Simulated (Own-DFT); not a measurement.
# One host, several defects: C11b WSi2

Source: density functional calculations with Own-DFT, an unreviewed in-house program that is no longer used. Nothing was measured or relaxed, and spin and spin-orbit coupling are left out.

Common settings: PBEsol; PseudoDojo norm-conserving scalar-relativistic files, made for PBE; cutoff 50 hartree; 5 x 5 x 5 k mesh centred on Gamma; cold (Marzari-Vanderbilt) smearing of 0.2 eV.

Caveats: forces on such cells failed a check on a denser k mesh; stress not checked against mesh or cutoff.

All runs share one cell, with vectors in Å (-2.148, -5.953, 3.409); (-6.444, 2.976, 1.136); (-2.553, -2.948, -6.757) and a volume of 403.2 Å³. The atoms are randomly displaced, by u rms on each axis. The defect's site can differ from row to row.

| cell | formula | u (Å) | P (GPa) |
|---|---|---|---|
| no defect | Si20W10 | 0.0165 | 0.28 |
| no defect | Si20W10 | 0.0192 | 0.49 |
| no defect | Si20W10 | 0.0558 | 2.69 |
| one W vacancy | Si20W9 | 0.0244 | -0.50 |
| one W vacancy | Si20W9 | 0.0302 | 0.47 |
| one W vacancy | Si20W9 | 0.0510 | 0.69 |
| one W on a Si site | Si19W11 | 0.0268 | 5.43 |
| one W on a Si site | Si19W11 | 0.0455 | 6.19 |
| one W on a Si site | Si19W11 | 0.0502 | 6.65 |
| one Si vacancy | Si19W10 | 0.0292 | -0.61 |
| one Si vacancy | Si19W10 | 0.0328 | 0.02 |
| one Si vacancy | Si19W10 | 0.0446 | -0.51 |
| one Si vacancy | Si19W10 | 0.0529 | ? |
| one Si on a W site | Si21W9 | 0.0308 | 2.35 |
| one Si on a W site | Si21W9 | 0.0318 | 2.74 |
| one Si on a W site | Si21W9 | 0.0530 | 3.95 |

## What the rows give

P = P0 + c u² + a shift for each defect gives P0 = 0.33 GPa, c = 661 ± 111 GPa/Å² and a scatter of 0.39 GPa. The shifts, and each times the cell's volume:

- one W on a Si site: 4.60 ± 0.32 GPa, 11.6 eV
- one Si on a W site: 1.64 ± 0.32 GPa, 4.1 eV
- one W vacancy: -1.01 ± 0.32 GPa, -2.6 eV
- one Si vacancy: -1.56 ± 0.32 GPa, -3.9 eV

Positive is outwards. The product with the volume (160.2 GPa Å³ to the eV) is nearly free of the cell's size; divided by the bulk modulus at the cell's pressure it gives the volume that the defect adds. The atoms around the defects weren't relaxed, which would change these numbers.

## Test on the hidden row

Asked: what pressure belongs in the blank (one Si vacancy, u = 0.0529 Å)?

From the fit: 0.62 ± 0.48 GPa. DFT gave 0.61 GPa.
